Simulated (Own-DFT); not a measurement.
# Response to strain: 4H SiC, 72 atoms (C36Si36)

Calculated results; nothing here was measured. The program, named Own-DFT, is a retired in-house plane-wave density functional code that no person has reviewed. Each row is one single-point run on a periodic cell that was not relaxed, without spin or spin-orbit coupling.

Settings of every run: PBE; PseudoDojo norm-conserving scalar-relativistic files; cutoff 42 hartree; 4 x 4 x 3 k mesh centred on Gamma; Fermi-Dirac smearing of 0.1 eV.

Known limits: forces on such cells passed a denser k mesh, each cell not checked; stress not checked against mesh or cutoff.

Unstrained cell vectors in Å: (9.248, 0.000, 0.000); (-4.624, 8.009, 0.000); (0.000, 0.000, 10.068). The unstrained cell has measured lattice constants (interpolated for alloys), not those of this functional. That, the random moves and any unrelaxed bonds set the pressure at no strain. Each run strains this cell uniformly, with the atoms carried along. Every atom was also moved at random, by a Gaussian of width 0.05 Å on each axis. Strain is the symmetric tensor, in per cent. Stress is positive in tension, and the pressure is minus a third of its trace.

| run | e_xx (%) | e_yy (%) | e_zz (%) | e_yz (%) | e_xz (%) | e_xy (%) | s_xx (GPa) | s_yy (GPa) | s_zz (GPa) | s_yz (GPa) | s_xz (GPa) | s_xy (GPa) | P (GPa) | E (meV/atom) |
|---|---|---|---|---|---|---|---|---|---|---|---|---|---|---|
| 1 | 0.36 | -1.87 | 0.11 | 0.62 | -1.24 | 0.33 | -6.55 | -13.56 | -6.59 | 1.14 | -4.88 | 2.08 | 8.90 | 25.9 |
| 2 | -0.31 | -1.64 | -1.32 | -1.99 | 1.67 | -1.95 | -9.60 | -17.23 | -15.02 | -7.98 | 6.43 | -7.78 | 13.95 | 59.5 |
| 3 | 0.74 | -0.66 | 1.47 | 1.05 | -0.76 | 1.73 | 0.76 | -9.25 | 2.70 | 3.30 | -2.51 | 7.27 | 1.93 | 0.0 |
| 4 | 0.80 | 1.13 | -1.08 | 0.54 | -1.59 | -1.56 | -2.69 | 1.40 | -11.64 | 1.40 | -6.67 | -7.10 | 4.31 | 30.2 |
| 5 | 1.91 | -1.86 | -0.04 | -0.63 | -1.41 | 1.03 | 1.70 | -12.81 | -6.26 | -1.24 | -5.08 | 5.54 | 5.79 | 26.4 |
| 6 | 0.83 | 1.30 | -0.52 | -0.48 | 1.03 | -0.58 | -0.13 | 2.54 | -7.08 | -1.61 | 3.28 | -2.00 | 1.56 | 0.3 |
| 7 | 0.52 | 1.29 | 0.51 | -1.86 | 0.84 | 0.21 | -1.62 | 1.01 | -0.89 | -6.63 | 3.14 | 0.43 | 0.50 | 19.5 |
| 8 | -1.20 | -1.28 | -0.54 | -1.47 | -1.96 | -1.18 | -11.66 | -13.21 | -12.84 | -4.78 | -5.66 | -5.45 | 12.57 | 26.7 |
| 9 | -1.41 | 0.29 | 0.76 | -1.34 | 0.89 | 0.31 | -12.70 | -3.09 | -2.41 | -4.44 | 2.32 | 3.66 | 6.07 | 7.3 |
| 10 | -0.48 | -0.63 | 1.05 | -1.20 | -0.15 | 0.47 | -9.58 | -9.09 | 1.17 | -3.90 | 0.20 | 3.22 | 5.83 | 11.1 |
| 11 | 1.27 | 0.87 | 1.81 | 0.84 | 1.63 | 0.27 | 3.26 | 1.68 | 4.35 | 2.22 | 5.07 | 0.88 | -3.10 | 6.6 |
| 12 | -1.48 | -1.16 | 1.28 | 1.28 | -0.40 | 0.98 | -13.11 | -15.40 | 1.12 | 3.90 | -0.96 | 4.62 | 9.13 | 31.5 |
| 13 | 1.18 | -1.86 | 0.12 | 1.67 | -1.62 | -0.50 | -0.30 | -13.85 | -7.59 | 7.47 | -6.34 | -2.02 | 7.25 | 31.5 |
| 14 | -0.59 | -1.37 | -1.37 | -0.96 | -0.50 | 0.49 | -9.76 | -11.22 | -18.23 | -2.89 | -1.13 | 1.31 | 13.07 | 19.0 |
| 15 | 0.64 | 1.51 | 1.57 | 1.98 | 0.93 | 0.77 | -1.10 | 4.31 | 3.51 | 6.94 | 2.21 | 4.31 | -2.24 | 12.6 |
| 16 | -1.81 | 0.81 | -1.49 | -1.42 | 1.33 | -0.28 | -16.48 | -1.56 | -17.34 | -4.17 | 3.75 | -2.61 | 11.79 | 41.1 |
| 17 | -0.56 | -1.33 | 0.54 | 1.02 | 1.98 | -0.01 | ? | ? | ? | ? | ? | ? | ? | ? |

E is the free energy for each atom above the lowest run shown.

## Worked fit

Each stress component was fitted by least squares to a constant and the strains of the runs shown, as fractions, with shears doubled. Shear strains stay in the fit of a normal stress only where such slopes are resolved. The slopes, in GPa:

```
stress,at no strain,per e_xx,per e_yy,per e_zz,scatter
s_xx,-5.8,515 ± 29,62 ± 24,80 ± 29,1.22
s_yy,-5.1,101 ± 37,553 ± 31,-11 ± 38,1.56
s_zz,-6.6,59 ± 32,67 ± 27,633 ± 33,1.37
```

Each shear stress against twice its own strain: yz 172 ± 11, xz 170 ± 8, xy 205 ± 18 GPa. These are stiffnesses along x, y and z of the frame in which the cell vectors are given, which need not be the crystal's axes. The atoms are held to the strained lattice; where symmetry lets them move under strain, relaxing them would lower some slopes. The table should be nearly symmetric about its diagonal, and what it lacks of that shows the noise. A ninth of its sum, 229 ± 4 GPa, estimates the bulk modulus near the mean pressure of these runs, 6.1 GPa, so it lies above the value at zero pressure.

## Withheld run

Question: what normal stresses and pressure should run 17 give?

The fit gives s_xx = -9.1, s_yy = -13.1, s_zz = -4.4 and P = 8.9 GPa. The calculation gave -8.66, -12.67, -4.63 and P = 8.65 GPa.
